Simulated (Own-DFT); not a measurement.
# What a defect does to the pressure of its cell: zincblende GaAs

Calculated, not measured: single-point runs of Own-DFT, a retired in-house plane-wave DFT program that no person has reviewed, on unrelaxed cells, without spin or spin-orbit coupling.

All runs used: PBE; PseudoDojo norm-conserving scalar-relativistic files; cutoff 42 hartree; 3 x 3 x 3 k mesh centred on Gamma; Fermi-Dirac smearing of 0.1 eV.

Caveats (not all hold for every row): not probed for a lower state with spin; forces not confirmed at this smearing and k mesh; stress not checked against mesh or cutoff.

All runs share one cell, with vectors in Å (10.862, 0.000, 0.000); (0.000, 10.862, 0.000); (0.000, 0.000, 11.796) and a volume of 1391.7 Å³, strained against the parent crystal. Atoms were moved at random from their sites; u is the rms move along one axis. The defect's site can differ from row to row.

| cell | formula | u (Å) | P (GPa) |
|---|---|---|---|
| no defect | As32Ga32 | 0.0285 | 6.64 |
| no defect | As32Ga32 | 0.0305 | 6.69 |
| no defect | As32Ga32 | 0.0474 | 7.05 |
| one In on a Ga site | As32Ga31In | 0.0312 | 7.43 |
| one In on a Ga site | As32Ga31In | 0.0320 | 7.43 |
| one In on a Ga site | As32Ga31In | 0.0321 | 7.50 |
| one As vacancy and one Ga vacancy | As31Ga31 | 0.0275 | 5.85 |
| one As vacancy and one Ga vacancy | As31Ga31 | 0.0303 | 5.99 |
| one As vacancy and one Ga vacancy | As31Ga31 | 0.0501 | 6.42 |
| one Al on a Ga site | AlAs32Ga31 | 0.0290 | 6.64 |
| one Al on a Ga site | AlAs32Ga31 | 0.0304 | 6.67 |
| one Al on a Ga site | AlAs32Ga31 | 0.0504 | 6.96 |
| one P on an As site | As31Ga32P | 0.0292 | 6.35 |
| one P on an As site | As31Ga32P | 0.0308 | 6.39 |
| one P on an As site | As31Ga32P | 0.0459 | 6.65 |
| one P on an As site | As31Ga32P | 0.0465 | ? |

## Fit

P = P0 + c u² + a shift for each defect gives P0 = 6.46 GPa, c = 249 ± 20 GPa/Å² and a scatter of 0.05 GPa. The shifts, and each times the cell's volume:

- one In on a Ga site: 0.74 ± 0.04 GPa, 6.4 eV
- one Al on a Ga site: -0.06 ± 0.04 GPa, -0.5 eV (not resolved)
- one P on an As site: -0.32 ± 0.04 GPa, -2.8 eV
- one As vacancy and one Ga vacancy: -0.72 ± 0.04 GPa, -6.3 eV

Against the defect-free cell, a freed cell would be larger where the shift is positive and smaller where it is negative (160.2 GPa Å³ is 1 eV). The atoms around the defects weren't relaxed, which would change these numbers.

## Prediction

The question: what pressure belongs in the blank (one P on an As site, u = 0.0465 Å)?

The fit gives 6.68 ± 0.06 GPa. The calculation gave 6.62 GPa.
